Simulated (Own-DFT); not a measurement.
# Response to strain: wurtzite AlN, 72 atoms (Al36N36)

Calculated results; nothing here was measured. They come from Own-DFT, an in-house plane-wave density functional program, since retired, whose code no person has reviewed. Each row is one single-point run on a periodic cell that was not relaxed, without spin or spin-orbit coupling.

Settings of every run: PBE; PseudoDojo norm-conserving scalar-relativistic files; cutoff 42 hartree; 3 x 3 x 2 k mesh centred on Gamma; Fermi-Dirac smearing of 0.1 eV.

Known limits: forces on such cells moved up to 12 meV/angstrom on a denser k mesh; stress not checked against mesh or cutoff.

Unstrained cell vectors in Å: (9.336, 0.000, 0.000); (-4.668, 8.085, 0.000); (0.000, 0.000, 9.964). The unstrained cell has measured lattice constants (interpolated for alloys), not those of this functional. That, the random moves and any unrelaxed bonds set the pressure at no strain. Each run strains this cell uniformly, with the atoms carried along. Every atom was also moved at random, by a Gaussian of width 0.05 Å on each axis. Strain is the symmetric tensor, in per cent. Stress is positive in tension, and the pressure is minus a third of its trace.

| run | e_xx (%) | e_yy (%) | e_zz (%) | s_xx (GPa) | s_yy (GPa) | s_zz (GPa) | P (GPa) | E (meV/atom) |
|---|---|---|---|---|---|---|---|---|
| 1 | 3.00 | 3.00 | 0.00 | 9.42 | 10.71 | -2.32 | -5.94 | 14.8 |
| 2 | -2.00 | -2.00 | 0.00 | -20.27 | -16.94 | -7.33 | 14.85 | 34.1 |
| 3 | 2.25 | 2.25 | 0.00 | 6.89 | 6.03 | -5.76 | -2.38 | 37.9 |
| 4 | -1.25 | -1.25 | 0.00 | -13.83 | -14.62 | -4.93 | 11.13 | 24.6 |
| 5 | 1.75 | 1.75 | 0.00 | 3.80 | 4.92 | -3.93 | -1.60 | 10.3 |
| 6 | 2.75 | 2.75 | 0.00 | 7.82 | 7.55 | 0.16 | -5.18 | 16.7 |
| 7 | -2.75 | -2.75 | 0.00 | -23.56 | -23.21 | -11.60 | 19.46 | 80.4 |
| 8 | 2.00 | 2.00 | 0.00 | 4.01 | 6.56 | -2.00 | -2.86 | 0.0 |
| 9 | 0.75 | 0.75 | 0.00 | ? | ? | ? | ? | ? |

E is the free energy for each atom above the lowest run shown.

## Worked fit

The change of volume is close to e_xx + e_yy + e_zz. A straight line through the runs shown gives P = 6.65 - 216 x (fractional change of volume) GPa, with an error of 7 on the slope and a scatter of 0.83 GPa. The strain isn't the same on all axes and the cell isn't cubic, so the slope belongs to this path and is not the bulk modulus.

## Withheld run

Question: what pressure should run 9 give? Its volume changes by 1.51 %.

The line gives 3.4 GPa. The calculation gave 2.10 GPa.
